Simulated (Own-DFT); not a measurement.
# What a defect does to the pressure of its cell: zincblende GaP

Everything here is calculated. The program is Own-DFT (plane waves, in-house, since retired, never reviewed by a person); positions were held fixed, and spin and spin-orbit coupling were off.

Method: PBE; PseudoDojo norm-conserving scalar-relativistic files; cutoff 42 hartree; 3 x 3 x 3 k mesh centred on Gamma; Fermi-Dirac smearing of 0.1 eV.

Caveats (not all hold for every row): not probed for a lower state with spin; forces on such cells failed a check on a denser k mesh; forces on such cells passed a denser k mesh, each cell not checked; stress not checked against mesh or cutoff.

All runs share one cell, with vectors in Å (10.901, 0.000, 0.000); (0.000, 10.901, 0.000); (0.000, 0.000, 10.901) and a volume of 1295.4 Å³. Atoms were moved at random from their sites; u is the rms move along one axis. The defect's site can differ from row to row.

```
cell,formula,u (Å),P (GPa)
no defect,Ga32P32,0.0184,2.69
no defect,Ga32P32,0.0456,3.16
no defect,Ga32P32,0.0528,3.20
one Al on a Ga site,AlGa31P32,0.0296,2.86
one Al on a Ga site,AlGa31P32,0.0297,2.84
one Al on a Ga site,AlGa31P32,0.0495,?
one Al on a Ga site,AlGa31P32,0.0512,3.38
one P on a Ga site,Ga31P33,0.0289,2.93
one P on a Ga site,Ga31P33,0.0468,3.20
one P on a Ga site,Ga31P33,0.0493,3.30
one As on a P site,AsGa32P31,0.0319,3.27
one As on a P site,AsGa32P31,0.0481,3.70
one As on a P site,AsGa32P31,0.0519,3.67
two P on a Ga site each,Ga30P34,0.0464,3.33
two P on a Ga site each,Ga30P34,0.0507,3.24
two P on a Ga site each,Ga30P34,0.0535,3.30
```

## Worked fit

P = P0 + c u² + a shift for each defect gives P0 = 2.60 GPa, c = 241 ± 27 GPa/Å² and a scatter of 0.08 GPa. The shifts, and each times the cell's volume:

- one As on a P site: 0.46 ± 0.06 GPa, 3.7 eV
- one P on a Ga site: 0.10 ± 0.06 GPa, 0.8 eV (not resolved)
- two P on a Ga site each: 0.08 ± 0.07 GPa, 0.7 eV (0.3 eV for each of its 2 sites) (not resolved)
- one Al on a Ga site: 0.08 ± 0.06 GPa, 0.6 eV (not resolved)

Against the defect-free cell, a freed cell would be larger where the shift is positive and smaller where it is negative (160.2 GPa Å³ is 1 eV). The atoms around the defects weren't relaxed, which would change these numbers.

## The run left out

Question: what pressure belongs in the blank (one Al on a Ga site, u = 0.0495 Å)?

The fitted form gives 3.27 ± 0.09 GPa. Computed: 3.14 GPa.
